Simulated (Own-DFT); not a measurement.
# One host, several defects: zincblende GaAs

The numbers are computed, not measured, by runs of the plane-wave DFT program Own-DFT (in-house, retired, unreviewed) at fixed positions, with no spin and no spin-orbit coupling.

Common settings: PBE; PseudoDojo norm-conserving scalar-relativistic files; cutoff 42 hartree; 3 x 3 x 3 k mesh centred on Gamma; Fermi-Dirac smearing of 0.1 eV.

Caveats (not all hold for every row): not probed for a lower state with spin; forces not confirmed at this smearing and k mesh; stress not checked against mesh or cutoff.

All runs share one cell, with vectors in Å (11.737, 0.000, 0.000); (0.000, 11.737, 0.000); (0.000, 0.000, 10.919) and a volume of 1504.3 Å³, strained against the parent crystal. Atoms were moved at random from their sites; u is the rms move along one axis. The defect's site can differ from row to row.

| cell | formula | u (Å) | P (GPa) |
|---|---|---|---|
| no defect | As32Ga32 | 0.0274 | 0.71 |
| no defect | As32Ga32 | 0.0480 | 1.06 |
| no defect | As32Ga32 | 0.0523 | 1.06 |
| one In on a Ga site | As32Ga31In | 0.0287 | 1.31 |
| one In on a Ga site | As32Ga31In | 0.0303 | 1.35 |
| one In on a Ga site | As32Ga31In | 0.0500 | 1.58 |
| one P on an As site | As31Ga32P | 0.0290 | 0.50 |
| one P on an As site | As31Ga32P | 0.0314 | ? |
| one P on an As site | As31Ga32P | 0.0490 | 0.83 |
| one P on an As site | As31Ga32P | 0.0533 | 0.87 |
| one As vacancy and one Ga vacancy | As31Ga31 | 0.0306 | 0.55 |
| one As vacancy and one Ga vacancy | As31Ga31 | 0.0464 | 0.81 |
| one As vacancy and one Ga vacancy | As31Ga31 | 0.0544 | 1.05 |
| one Al on a Ga site | AlAs32Ga31 | 0.0286 | 0.73 |
| one Al on a Ga site | AlAs32Ga31 | 0.0326 | 0.74 |
| one Al on a Ga site | AlAs32Ga31 | 0.0519 | 1.06 |

## What the rows give

P = P0 + c u² + a shift for each defect gives P0 = 0.57 GPa, c = 194 ± 13 GPa/Å² and a scatter of 0.04 GPa. The shifts, and each times the cell's volume:

- one In on a Ga site: 0.57 ± 0.03 GPa, 5.3 eV
- one Al on a Ga site: -0.02 ± 0.03 GPa, -0.2 eV (not resolved)
- one As vacancy and one Ga vacancy: -0.16 ± 0.03 GPa, -1.5 eV
- one P on an As site: -0.23 ± 0.03 GPa, -2.2 eV

Against the defect-free cell, a freed cell would be larger where the shift is positive and smaller where it is negative (160.2 GPa Å³ is 1 eV). The atoms around the defects weren't relaxed, which would change these numbers.

## Test on the hidden row

The question: what pressure belongs in the blank (one P on an As site, u = 0.0314 Å)?

From the fit: 0.53 ± 0.05 GPa. DFT gave 0.51 GPa.
